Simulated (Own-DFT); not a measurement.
GaP (zincblende, strongly disordered by large displacements), InAs (zincblende, strongly disordered by large displacements) (calculated)

Computed with Own-DFT development build. A calculation, not a measurement: plane-wave PBE density functional theory by an unreviewed code, no spin, of a simulated periodic cell, stress positive in tension, free energy of the whole cell less one offset for each atom, forces on such cells passed a denser k mesh, this cell's mesh not checked; broken bonds can close the gap or carry spin, so checks made on this kind of crystal may not hold here; offsets are fitted by least squares, one for each functional and potential file, so energies compare only between cells with the same atoms and settings and are not formation energies; the far tail of each file's local potential was reset to the Coulomb form; each entry is a single point on an unrelaxed cell, so the pressure reflects the starting lattice, mostly measured values (interpolated for alloys), from which strain is counted, and rises with the displacements; printed positions are rounded, which can move forces by about a meV/angstrom; the program, named Own-DFT, is a retired in-house code; no spin-orbit coupling.

Common to all runs: functional PBE; potential files PseudoDojo norm-conserving, scalar-relativistic, standard set; wave cutoff 42 hartree; occupations Fermi-Dirac; smearing width 0.1 eV; k mesh 3 x 3 x 3 centred on Gamma.

(1) GaP (zincblende, strongly disordered by large displacements)

```cif
# cell vector a (Å): 10.9010 0.0000 0.0000
# cell vector b (Å): 0.0000 10.9010 0.0000
# cell vector c (Å): 0.0000 0.0000 10.9010
data_GaP
_symmetry_space_group_name_H-M 'P 1'
_symmetry_Int_Tables_number 1
_cell_length_a 10.9010
_cell_length_b 10.9010
_cell_length_c 10.9010
_cell_angle_alpha 90.000
_cell_angle_beta 90.000
_cell_angle_gamma 90.000
_cell_volume 1295.39
loop_
_atom_site_label
_atom_site_type_symbol
_atom_site_fract_x
_atom_site_fract_y
_atom_site_fract_z
_atom_site_occupancy
Ga1 Ga 0.98627 0.02261 0.97264 1
Ga2 Ga 0.99995 0.27452 0.26783 1
Ga3 Ga 0.25181 0.02744 0.30149 1
Ga4 Ga 0.23868 0.24805 0.98491 1
P1 P 0.12684 0.12220 0.11674 1
P2 P 0.10521 0.40072 0.40184 1
P3 P 0.39481 0.11269 0.36957 1
P4 P 0.41939 0.35365 0.12596 1
Ga5 Ga 0.02276 0.99673 0.50580 1
Ga6 Ga 0.96902 0.23843 0.73105 1
Ga7 Ga 0.25449 0.98697 0.73010 1
Ga8 Ga 0.24545 0.24076 0.53030 1
P5 P 0.11786 0.14077 0.61456 1
P6 P 0.10927 0.36741 0.86543 1
P7 P 0.36812 0.09956 0.88358 1
P8 P 0.38581 0.36443 0.60376 1
Ga9 Ga 0.01143 0.48231 0.01196 1
Ga10 Ga 0.02795 0.72815 0.25988 1
Ga11 Ga 0.29256 0.52881 0.25965 1
Ga12 Ga 0.24047 0.74179 0.99293 1
P9 P 0.13095 0.63946 0.07214 1
P10 P 0.12600 0.84109 0.37350 1
P11 P 0.39104 0.63634 0.39002 1
P12 P 0.39326 0.87843 0.11935 1
Ga13 Ga 0.99959 0.49884 0.49105 1
Ga14 Ga 0.01747 0.73850 0.73500 1
Ga15 Ga 0.26449 0.48591 0.72167 1
Ga16 Ga 0.21337 0.73532 0.52247 1
P13 P 0.13357 0.61966 0.65403 1
P14 P 0.10509 0.90669 0.90974 1
P15 P 0.38437 0.59026 0.89245 1
P16 P 0.36498 0.88897 0.61679 1
Ga17 Ga 0.49475 0.00585 0.00199 1
Ga18 Ga 0.50101 0.25222 0.24186 1
Ga19 Ga 0.74919 0.99798 0.23938 1
Ga20 Ga 0.74772 0.25289 0.00014 1
P17 P 0.64126 0.12035 0.13328 1
P18 P 0.63225 0.31974 0.36374 1
P19 P 0.88550 0.13861 0.41879 1
P20 P 0.87092 0.38859 0.14219 1
Ga21 Ga 0.50534 0.98930 0.50599 1
Ga22 Ga 0.46803 0.23783 0.73073 1
Ga23 Ga 0.71545 0.99432 0.72001 1
Ga24 Ga 0.77512 0.22900 0.51038 1
P21 P 0.60605 0.12034 0.59644 1
P22 P 0.64057 0.37808 0.87602 1
P23 P 0.90240 0.12525 0.87220 1
P24 P 0.90660 0.38836 0.63335 1
Ga25 Ga 0.48853 0.48019 0.97807 1
Ga26 Ga 0.46714 0.71795 0.26239 1
Ga27 Ga 0.74826 0.50329 0.23113 1
Ga28 Ga 0.73396 0.77905 0.98917 1
P25 P 0.64676 0.65271 0.12960 1
P26 P 0.62001 0.87632 0.35092 1
P27 P 0.84943 0.61629 0.35592 1
P28 P 0.87710 0.85791 0.15307 1
Ga29 Ga 0.47486 0.48719 0.48917 1
Ga30 Ga 0.50237 0.75588 0.75546 1
Ga31 Ga 0.76327 0.50180 0.75034 1
Ga32 Ga 0.75900 0.73876 0.52704 1
P29 P 0.59890 0.59207 0.61049 1
P30 P 0.64768 0.85468 0.86435 1
P31 P 0.89009 0.62573 0.89259 1
P32 P 0.86702 0.87927 0.63718 1
```

Settings of this run: hardware one NVIDIA H100.

It finds free energy of cell above offsets 11.273 eV; pressure 12.58 GPa; stress xx -12.61 GPa; stress yy -13.17 GPa; stress zz -11.95 GPa; stress yz 3.38 GPa; stress xz 0.01 GPa; stress xy 2.7 GPa; wall time 569.1 s.

Force:
```tsv
element	x (eV/Å)	y (eV/Å)	z (eV/Å)
Ga	1.796	-3.925	10.88
Ga	0.119	-1.404	-0.342
Ga	-5.064	-3.73	-4.605
Ga	0.785	-0.062	0.847
P	-0.531	0.618	2.446
P	9.307	-6.246	-6.284
P	2.863	3.563	3.158
P	-6.455	5.274	-4.986
Ga	-1.786	-1.479	-0.788
Ga	2.813	-0.354	0.971
Ga	-3.714	2.889	4.041
Ga	2.415	2.308	-4.876
P	-1.52	-3.649	3.624
P	1.415	-0.284	-1.092
P	-1.161	2.357	-2.503
P	-2.182	-0.298	1.352
Ga	-0.983	0.166	-0.691
Ga	-3.446	-2.54	-3.588
Ga	-2.878	-2.955	-2.857
Ga	7.77	7.546	-4.392
P	-6.072	-6.506	8.275
P	1.91	4.527	2.074
P	-5.444	-2.449	8.727
P	-2.543	-2.1	1.37
Ga	-6.588	7.031	4.281
Ga	-4.173	3.899	4.615
Ga	0.427	-0.856	3.343
Ga	3.118	1.641	-1.381
P	0.392	-3.228	-2.161
P	6.24	-6.341	-5.196
P	-5.654	6.773	-5.849
P	1.891	-4.375	-1.54
Ga	3.164	-0.74	0.767
Ga	2.447	-6.074	3.447
Ga	1.808	-1.024	2.148
Ga	1.252	-0.488	0.468
P	-1.787	1.305	-2.608
P	1.964	4.041	2.48
P	6.872	-6.482	-8.03
P	2.134	-2.99	-2.483
Ga	-0.71	-2.764	-3.754
Ga	2.641	-1.65	2.78
Ga	0.88	0.406	1.582
Ga	-6.96	6.428	5.189
P	1.962	3.32	3.136
P	-1.018	-0.764	-1.48
P	-9.874	6.442	-5.558
P	-3.936	1.371	-0.939
Ga	6.189	-4.029	4.567
Ga	7.261	7.166	-9.316
Ga	-3.407	-0.201	0.9
Ga	7.214	-5.315	7.979
P	-2.759	-1.175	0.136
P	-0.657	-1.117	2.382
P	3.005	1.838	3.51
P	0.376	1.089	-2.014
Ga	3.687	-0.777	-2.507
Ga	-1.033	-1.959	-0.771
Ga	-0.197	0.502	0.321
Ga	-1.599	-0.525	-2.37
P	2.481	2.373	2.101
P	-6.16	6.139	-6.976
P	-0.726	0.429	-1.13
P	2.42	-0.593	-0.827
```

(2) InAs (zincblende, strongly disordered by large displacements)

```cif
# cell vector a (Å): 12.1166 0.0000 0.0000
# cell vector b (Å): 0.0000 12.1166 0.0000
# cell vector c (Å): 0.0000 0.0000 12.1166
data_InAs
_symmetry_space_group_name_H-M 'P 1'
_symmetry_Int_Tables_number 1
_cell_length_a 12.1166
_cell_length_b 12.1166
_cell_length_c 12.1166
_cell_angle_alpha 90.000
_cell_angle_beta 90.000
_cell_angle_gamma 90.000
_cell_volume 1778.86
loop_
_atom_site_label
_atom_site_type_symbol
_atom_site_fract_x
_atom_site_fract_y
_atom_site_fract_z
_atom_site_occupancy
In1 In 0.99013 0.99592 0.99530 1
In2 In 0.99722 0.24859 0.25099 1
In3 In 0.23918 0.00655 0.22012 1
In4 In 0.22139 0.23640 0.98510 1
As1 As 0.13499 0.12350 0.14793 1
As2 As 0.12204 0.38574 0.39634 1
As3 As 0.36723 0.09484 0.37351 1
As4 As 0.38423 0.38393 0.13669 1
In5 In 0.00068 0.98752 0.50885 1
In6 In 0.00345 0.23068 0.73384 1
In7 In 0.23555 0.99941 0.74078 1
In8 In 0.25789 0.25109 0.50028 1
As5 As 0.12772 0.15211 0.64371 1
As6 As 0.14153 0.37526 0.86741 1
As7 As 0.36315 0.11176 0.89076 1
As8 As 0.36964 0.37596 0.62036 1
In9 In 0.02577 0.49887 0.00706 1
In10 In 0.00442 0.70327 0.28259 1
In11 In 0.26098 0.48471 0.25926 1
In12 In 0.22555 0.74617 0.99218 1
As9 As 0.11027 0.62797 0.14816 1
As10 As 0.13074 0.86183 0.37171 1
As11 As 0.36299 0.61098 0.37497 1
As12 As 0.38125 0.87958 0.10865 1
In13 In 0.98982 0.49668 0.50606 1
In14 In 0.99700 0.75633 0.76031 1
In15 In 0.24891 0.46989 0.74342 1
In16 In 0.24779 0.72591 0.51319 1
As13 As 0.12734 0.60605 0.61757 1
As14 As 0.12144 0.89084 0.88859 1
As15 As 0.38370 0.59461 0.85546 1
As16 As 0.38295 0.84874 0.59846 1
In17 In 0.50461 0.00333 0.00858 1
In18 In 0.52801 0.27343 0.25461 1
In19 In 0.74260 0.00712 0.24689 1
In20 In 0.74007 0.27150 0.01839 1
As17 As 0.60942 0.13642 0.14174 1
As18 As 0.64017 0.36984 0.40141 1
As19 As 0.87184 0.10264 0.37770 1
As20 As 0.89524 0.35210 0.10655 1
In21 In 0.49322 0.01366 0.48812 1
In22 In 0.50357 0.27447 0.74026 1
In23 In 0.74822 0.00098 0.75204 1
In24 In 0.76599 0.26907 0.50038 1
As21 As 0.63793 0.10580 0.64408 1
As22 As 0.63523 0.39194 0.85470 1
As23 As 0.86872 0.11094 0.86689 1
As24 As 0.88773 0.39586 0.62816 1
In25 In 0.48083 0.49804 0.99331 1
In26 In 0.50667 0.76250 0.24131 1
In27 In 0.74192 0.50508 0.22507 1
In28 In 0.76446 0.72633 0.98755 1
As25 As 0.64185 0.63113 0.15620 1
As26 As 0.62627 0.90475 0.35941 1
As27 As 0.86137 0.63333 0.38605 1
As28 As 0.86756 0.86637 0.12165 1
In29 In 0.49450 0.49576 0.51944 1
In30 In 0.50636 0.73780 0.74364 1
In31 In 0.74341 0.47626 0.74773 1
In32 In 0.71503 0.76422 0.51715 1
As29 As 0.64237 0.61437 0.60854 1
As30 As 0.63970 0.87812 0.87418 1
As31 As 0.91113 0.63198 0.87222 1
As32 As 0.87368 0.87214 0.63921 1
```

Settings of this run: hardware one NVIDIA H200.

Results for InAs (zincblende, strongly disordered by large displacements): free energy of cell above offsets -4.953 eV; pressure 8.39 GPa; stress xx -9.3 GPa; stress yy -7.88 GPa; stress zz -8 GPa; stress yz 2.71 GPa; stress xz 1.05 GPa; stress xy 1.16 GPa; wall time 1155 s.

Force:
```tsv
element	x (eV/Å)	y (eV/Å)	z (eV/Å)
In	-1.089	0.731	2.037
In	0.38	-0.647	2.24
In	5.561	-7.049	4.514
In	1.532	-0.774	1.676
As	-6.16	5.993	-4.951
As	0.34	-1.493	-1.754
As	-2.232	3.507	-1.935
As	-0.018	-2.062	-1.153
In	0.752	0.042	-0.391
In	-7.151	4.64	5.475
In	1.627	-0.779	0.095
In	-0.324	-1.367	-1.357
As	6.052	-4.973	-5.911
As	-3.673	-0.977	1.569
As	0.715	0.734	-1.587
As	0.809	-1.322	-0.535
In	-0.476	-0.157	-0.719
In	-0.365	4.159	0.827
In	-2.117	0.318	-0.287
In	1.538	-0.904	0.68
As	3.731	-1.811	-2.981
As	0.059	0.273	0.26
As	2.391	1.549	0.726
As	-1.539	-1.647	0.755
In	0.683	2.834	-2.487
In	2.692	1.722	-2.276
In	0.32	3.22	-1.053
In	-0.242	0.746	-1.882
As	-0.838	0.25	2.436
As	0.689	-0.884	-2.019
As	-1.86	2.611	-0.91
As	0.602	1.821	1.717
In	1.042	0.38	-1.369
In	-2.148	0.703	1.644
In	2.382	0.558	-2.655
In	-1.559	-2.049	-2.032
As	1.486	-0.987	-2.059
As	-2.325	2.829	-2.259
As	0.756	2.022	0.571
As	0.535	2.542	0.751
In	2.52	-1.581	3
In	0.166	-2.767	0.686
In	1.843	-2.484	1.115
In	2.196	-3.524	1.938
As	-3.4	3.934	-3.616
As	-5.156	-3.972	6.778
As	0.825	2.687	1.305
As	-1.179	-3.546	2.227
In	2.257	-0.379	1.764
In	-1.262	0.078	1.215
In	5.333	-6.068	4.272
In	-0.69	1.048	0.682
As	-4.352	4.696	-5.3
As	-1.95	-2.94	2.58
As	-2.661	-1.872	1.612
As	0.377	0.15	0.743
In	0.497	1.09	-2.207
In	0.334	0.591	0.162
In	5.486	5.466	-4.25
In	2.248	3.033	-2.514
As	-1.503	-2.034	2.615
As	-1.446	-1.633	0.999
As	-2.539	-4.114	1.848
As	-0.502	-0.158	-1.063
```

(3) InAs (zincblende, strongly disordered by large displacements)

```cif
# cell vector a (Å): 12.1166 0.0000 0.0000
# cell vector b (Å): 0.0000 12.1166 0.0000
# cell vector c (Å): 0.0000 0.0000 12.1166
data_InAs
_symmetry_space_group_name_H-M 'P 1'
_symmetry_Int_Tables_number 1
_cell_length_a 12.1166
_cell_length_b 12.1166
_cell_length_c 12.1166
_cell_angle_alpha 90.000
_cell_angle_beta 90.000
_cell_angle_gamma 90.000
_cell_volume 1778.86
loop_
_atom_site_label
_atom_site_type_symbol
_atom_site_fract_x
_atom_site_fract_y
_atom_site_fract_z
_atom_site_occupancy
In1 In 0.97720 0.02720 0.00864 1
In2 In 0.02922 0.24123 0.22212 1
In3 In 0.24643 0.01887 0.26316 1
In4 In 0.25969 0.25855 0.01675 1
As1 As 0.15777 0.13075 0.11364 1
As2 As 0.09532 0.39123 0.38452 1
As3 As 0.38078 0.10428 0.35145 1
As4 As 0.37374 0.36303 0.14213 1
In5 In 0.01698 0.00542 0.51943 1
In6 In 0.98688 0.27016 0.73132 1
In7 In 0.27505 0.00120 0.74537 1
In8 In 0.25347 0.25458 0.49486 1
As5 As 0.12885 0.13843 0.62607 1
As6 As 0.10996 0.35890 0.84147 1
As7 As 0.39603 0.13504 0.89551 1
As8 As 0.38268 0.35350 0.60487 1
In9 In 0.01040 0.48576 0.00022 1
In10 In 0.97465 0.75953 0.24999 1
In11 In 0.23817 0.51481 0.22855 1
In12 In 0.24641 0.75443 0.02381 1
As9 As 0.13812 0.60866 0.12404 1
As10 As 0.11588 0.87195 0.36592 1
As11 As 0.38471 0.62347 0.37598 1
As12 As 0.39937 0.84069 0.12971 1
In13 In 0.99611 0.48978 0.48544 1
In14 In 0.97479 0.75189 0.74358 1
In15 In 0.24924 0.49355 0.77141 1
In16 In 0.27224 0.72010 0.48997 1
As13 As 0.14962 0.61842 0.62199 1
As14 As 0.10992 0.86923 0.89817 1
As15 As 0.35987 0.61449 0.85570 1
As16 As 0.36310 0.88434 0.63196 1
In17 In 0.50616 0.99109 0.00926 1
In18 In 0.51651 0.23238 0.23542 1
In19 In 0.75128 0.98925 0.26351 1
In20 In 0.75545 0.26852 0.98542 1
As17 As 0.60665 0.12864 0.12892 1
As18 As 0.62232 0.36434 0.36089 1
As19 As 0.85097 0.14861 0.37951 1
As20 As 0.87324 0.36182 0.10766 1
In21 In 0.50535 0.99870 0.50224 1
In22 In 0.49828 0.25702 0.76022 1
In23 In 0.77613 0.98273 0.75391 1
In24 In 0.74893 0.24899 0.53735 1
As21 As 0.61868 0.11488 0.62392 1
As22 As 0.62442 0.35419 0.84153 1
As23 As 0.86128 0.12375 0.88803 1
As24 As 0.86174 0.37953 0.62821 1
In25 In 0.50372 0.53176 0.02389 1
In26 In 0.49091 0.76121 0.25513 1
In27 In 0.77834 0.49714 0.26767 1
In28 In 0.75309 0.72869 0.02728 1
As25 As 0.64387 0.63168 0.11894 1
As26 As 0.63122 0.87468 0.39022 1
As27 As 0.87089 0.63172 0.36728 1
As28 As 0.85214 0.85224 0.15367 1
In29 In 0.51516 0.47528 0.50211 1
In30 In 0.47024 0.74131 0.75861 1
In31 In 0.76327 0.50185 0.74122 1
In32 In 0.74248 0.75554 0.52020 1
As29 As 0.61312 0.61137 0.62840 1
As30 As 0.59509 0.87709 0.87513 1
As31 As 0.87315 0.62121 0.86141 1
As32 As 0.88740 0.84980 0.63171 1
```

Settings of this run: hardware one NVIDIA H200.

The calculation gives: free energy of cell above offsets 2.267 eV; pressure 10.03 GPa; stress xx -10.21 GPa; stress yy -9.93 GPa; stress zz -9.96 GPa; stress yz -1.05 GPa; stress xz -1.85 GPa; stress xy -0.56 GPa; wall time 1223 s.

Force:
```tsv
element	x (eV/Å)	y (eV/Å)	z (eV/Å)
In	2.588	-2.721	1.748
In	-2.163	1.253	2.156
In	-3.424	-4.123	-1.986
In	0.869	1.52	-4.089
As	-2.553	-3.256	0.206
As	6.781	-6.156	-6.534
As	3.574	3.241	3.781
As	1.003	2.554	0.522
In	-1.438	-0.606	-1.839
In	-1.021	-3.875	-0.65
In	-2.982	3.337	3.978
In	-1.424	-1.039	-2.159
As	0.631	-0.074	1.164
As	2.956	1.594	4.443
As	-1.688	-0.637	-0.499
As	0.388	1.348	2.426
In	-0.261	0.306	-1.322
In	5.367	-2.328	2.086
In	5.571	-5.458	6.952
In	-0.242	-0.068	-1.674
As	-6.66	5.152	-4.888
As	0.853	0.054	0.767
As	2.261	-3.086	-2.505
As	-4.471	5.255	-5.414
In	-4.666	5.897	5.896
In	6.942	-4.953	5.796
In	-2.102	-2.921	-3.546
In	-2.647	3.441	2.025
As	-2.184	-0.293	0.515
As	-0.025	0.821	-0.791
As	1.673	1.517	5.132
As	2.31	-3.448	-3.767
In	-1.033	0.488	1.019
In	-4.524	4.634	5.228
In	-0.754	2.383	0.522
In	-3.186	-1.085	-0.681
As	6.418	-5.07	-5.152
As	1.471	0.234	0.584
As	2.005	-1.102	-0.686
As	1.827	1.503	2.654
In	-1.321	-0.391	-0.336
In	-3.873	-3.814	-3.606
In	-2.311	0.127	0.076
In	-1.799	-1.012	-2.367
As	0.686	0.122	2.042
As	4.671	5.101	3.806
As	-0.275	1.09	-2.744
As	1.591	1.31	-2.178
In	-2.018	-2.223	-1.955
In	5.112	-3.744	5.9
In	-2.521	-2.617	-2.367
In	4.548	4.81	-7.223
As	-4.623	-4.767	6.951
As	-0.938	-0.703	-0.7
As	0.728	1.033	3.416
As	-1.766	4.04	-4.208
In	-0.433	0.765	-0.938
In	2.009	1.675	-1.547
In	-2.929	0.787	1.36
In	-0.658	-1.555	-0.583
As	0.378	1.111	0.432
As	2.811	-1.641	-1.363
As	0.41	-0.111	2.817
As	-3.522	6.374	-6.106
```

(4) InAs (zincblende, strongly disordered by large displacements)

```cif
# cell vector a (Å): 12.1166 0.0000 0.0000
# cell vector b (Å): 0.0000 12.1166 0.0000
# cell vector c (Å): 0.0000 0.0000 12.1166
data_InAs
_symmetry_space_group_name_H-M 'P 1'
_symmetry_Int_Tables_number 1
_cell_length_a 12.1166
_cell_length_b 12.1166
_cell_length_c 12.1166
_cell_angle_alpha 90.000
_cell_angle_beta 90.000
_cell_angle_gamma 90.000
_cell_volume 1778.86
loop_
_atom_site_label
_atom_site_type_symbol
_atom_site_fract_x
_atom_site_fract_y
_atom_site_fract_z
_atom_site_occupancy
In1 In 0.98982 0.98738 0.99979 1
In2 In 0.99322 0.26178 0.26351 1
In3 In 0.24017 0.00215 0.24247 1
In4 In 0.24524 0.26177 0.00303 1
As1 As 0.13943 0.12567 0.12442 1
As2 As 0.11055 0.39876 0.36218 1
As3 As 0.35324 0.15719 0.36082 1
As4 As 0.37758 0.34215 0.10476 1
In5 In 0.00441 0.96755 0.50756 1
In6 In 0.98868 0.23952 0.73899 1
In7 In 0.24748 0.99881 0.76120 1
In8 In 0.23794 0.24683 0.51944 1
As5 As 0.08902 0.11930 0.62470 1
As6 As 0.13916 0.37008 0.87056 1
As7 As 0.34743 0.13636 0.84406 1
As8 As 0.38914 0.36381 0.62918 1
In9 In 0.02966 0.51491 0.00608 1
In10 In 0.00697 0.75032 0.24752 1
In11 In 0.26503 0.47789 0.22785 1
In12 In 0.24587 0.77187 0.99414 1
As9 As 0.12685 0.60760 0.14039 1
As10 As 0.09806 0.85950 0.38460 1
As11 As 0.37511 0.62668 0.37736 1
As12 As 0.35960 0.86323 0.13259 1
In13 In 0.00557 0.51389 0.48291 1
In14 In 0.98806 0.76069 0.75094 1
In15 In 0.24598 0.51380 0.73163 1
In16 In 0.27490 0.73894 0.51697 1
As13 As 0.15124 0.62546 0.61298 1
As14 As 0.12970 0.90814 0.89624 1
As15 As 0.37024 0.65169 0.87572 1
As16 As 0.39041 0.88477 0.61404 1
In17 In 0.52206 0.00163 0.99541 1
In18 In 0.48157 0.22980 0.23679 1
In19 In 0.75950 0.01036 0.25746 1
In20 In 0.72321 0.25303 0.02423 1
As17 As 0.61567 0.14017 0.11081 1
As18 As 0.64012 0.36775 0.38881 1
As19 As 0.89363 0.09792 0.34967 1
As20 As 0.89786 0.36031 0.13400 1
In21 In 0.50451 0.99399 0.50135 1
In22 In 0.49277 0.27086 0.72809 1
In23 In 0.76401 0.02189 0.77126 1
In24 In 0.72842 0.27098 0.49837 1
As21 As 0.63098 0.12532 0.60491 1
As22 As 0.61339 0.38447 0.86086 1
As23 As 0.88439 0.12740 0.85824 1
As24 As 0.90364 0.38758 0.63991 1
In25 In 0.51941 0.48764 0.99446 1
In26 In 0.49898 0.74717 0.24206 1
In27 In 0.74103 0.49291 0.23211 1
In28 In 0.73186 0.76582 0.99863 1
As25 As 0.61474 0.63773 0.14441 1
As26 As 0.62882 0.89989 0.37911 1
As27 As 0.91635 0.63567 0.36879 1
As28 As 0.84986 0.84450 0.09948 1
In29 In 0.49885 0.53691 0.49457 1
In30 In 0.50192 0.74055 0.73006 1
In31 In 0.72710 0.50824 0.76503 1
In32 In 0.72166 0.76981 0.52212 1
As29 As 0.61811 0.63465 0.64249 1
As30 As 0.64998 0.88740 0.86014 1
As31 As 0.85216 0.64543 0.88376 1
As32 As 0.90505 0.88069 0.65062 1
```

Here we set hardware one NVIDIA H200.

Results for InAs (zincblende, strongly disordered by large displacements): free energy of cell above offsets 5.381 eV; pressure 10.84 GPa; stress xx -10.52 GPa; stress yy -10.72 GPa; stress zz -11.27 GPa; stress yz 1.65 GPa; stress xz -1.29 GPa; stress xy 0.65 GPa; wall time 1409 s.

Force:
```tsv
element	x (eV/Å)	y (eV/Å)	z (eV/Å)
In	-2.283	2.089	2.134
In	1.978	-3.042	1.638
In	0.5	-1.095	2.168
In	-2.317	-3.125	-2.492
As	-2.793	0.923	-0.864
As	2.789	-1.901	0.105
As	-1.128	-2.737	2.239
As	3.326	4.033	1.494
In	-1.204	3.215	-0.402
In	1.235	2.266	1.396
In	-1.061	-1.352	-3.313
In	-0.704	0.633	-0.464
As	3.293	-1.502	-1.414
As	-1.613	1.332	-1.301
As	3.446	2.534	2.436
As	-6.507	7.035	-6.519
In	-2.703	-2.163	-3.072
In	-0.088	1.163	-3.616
In	0.372	0.019	1.039
In	-0.798	-1.856	0.194
As	2.121	3.114	0.878
As	4.947	-0.475	-1.435
As	-1.302	0.319	-3.108
As	1.921	1.533	0.397
In	0.454	-0.982	3.718
In	4.127	-5.089	4.344
In	2.506	-2.652	3.217
In	0.01	2.394	-1.552
As	-4.685	0.901	-0.255
As	0.359	-2.75	-2.04
As	0.711	-1.666	-0.338
As	-2.091	-0.848	2.215
In	-2.243	-0.963	-1.26
In	2.18	1.17	0.789
In	-2.489	-1.93	-3.422
In	5.636	4.607	-4.091
As	-2.33	-4.696	4.084
As	-6.227	6.467	-7.308
As	2.677	2.298	3.482
As	-3.258	2.716	-3.796
In	-0.667	3.041	-1.277
In	5.623	-6.956	5.452
In	-2.44	-1.667	-4.3
In	6.89	-5.085	5.997
As	0.11	-0.1	2.292
As	0.635	-3.509	0.463
As	1.323	2.172	5.612
As	-2.617	2.009	-1.632
In	-2.62	2.522	2.101
In	-2.314	2.751	3.027
In	1.661	-0.341	1.319
In	-5.641	-4.353	-3.343
As	2.491	-2.823	-3.563
As	0.049	-2.131	-1.663
As	-6.014	-0.044	0.518
As	6.872	5.241	6.617
In	1.747	-3.294	1.467
In	-3.97	4.411	4.08
In	3.776	0.828	-1.136
In	2.518	0.285	-0.667
As	3.508	-3.571	-3.519
As	-3.159	-0.979	-0.35
As	1.733	-1.906	-0.571
As	-6.261	3.561	-2.831
```
